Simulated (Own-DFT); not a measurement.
# One host, several defects: wurtzite GaN

No measurement is shown. These are fixed-geometry runs of a retired plane-wave code named Own-DFT, which no person has reviewed; spin and spin-orbit coupling are neglected.

All runs used: PBE; PseudoDojo norm-conserving scalar-relativistic files; cutoff 42 hartree; 4 x 4 x 3 k mesh centred on Gamma; Fermi-Dirac smearing of 0.1 eV.

Keep in mind (not all hold for every row): not probed for a lower state with spin; forces not confirmed at this smearing and k mesh; stress not checked against mesh or cutoff.

All runs share one cell, with vectors in Å (9.567, 0.000, 0.000); (-4.784, 8.285, 0.000); (0.000, 0.000, 10.370) and a volume of 822.0 Å³. Atoms were moved at random from their sites; u is the rms move along one axis. The defect's site can differ from row to row.

```
               cell  formula   u (Å)  P (GPa)
          no defect  Ga36N36  0.0197     5.91
          no defect  Ga36N36  0.0200     5.92
          no defect  Ga36N36  0.0528     8.21
 one N on a Ga site  Ga35N37  0.0284     5.40
 one N on a Ga site  Ga35N37  0.0297        ?
 one N on a Ga site  Ga35N37  0.0485     6.46
 one N on a Ga site  Ga35N37  0.0547     7.04
one Ga on an N site  Ga37N35  0.0306    11.98
one Ga on an N site  Ga37N35  0.0316    12.06
one Ga on an N site  Ga37N35  0.0469    12.79
```

## Worked fit

P = P0 + c u² + a shift for each defect gives P0 = 5.68 GPa, c = 837 ± 59 GPa/Å² and a scatter of 0.16 GPa. The shifts, and each times the cell's volume:

- one Ga on an N site: 5.44 ± 0.13 GPa, 27.9 eV
- one N on a Ga site: -1.10 ± 0.14 GPa, -5.6 eV

Positive is outwards. The product with the volume (160.2 GPa Å³ to the eV) is nearly free of the cell's size; divided by the bulk modulus at the cell's pressure it gives the volume that the defect adds. The atoms around the defects weren't relaxed, which would change these numbers.

## Prediction

The question: what pressure belongs in the blank (one N on a Ga site, u = 0.0297 Å)?

The fit gives 5.32 ± 0.20 GPa. The hidden result is 5.54 GPa.
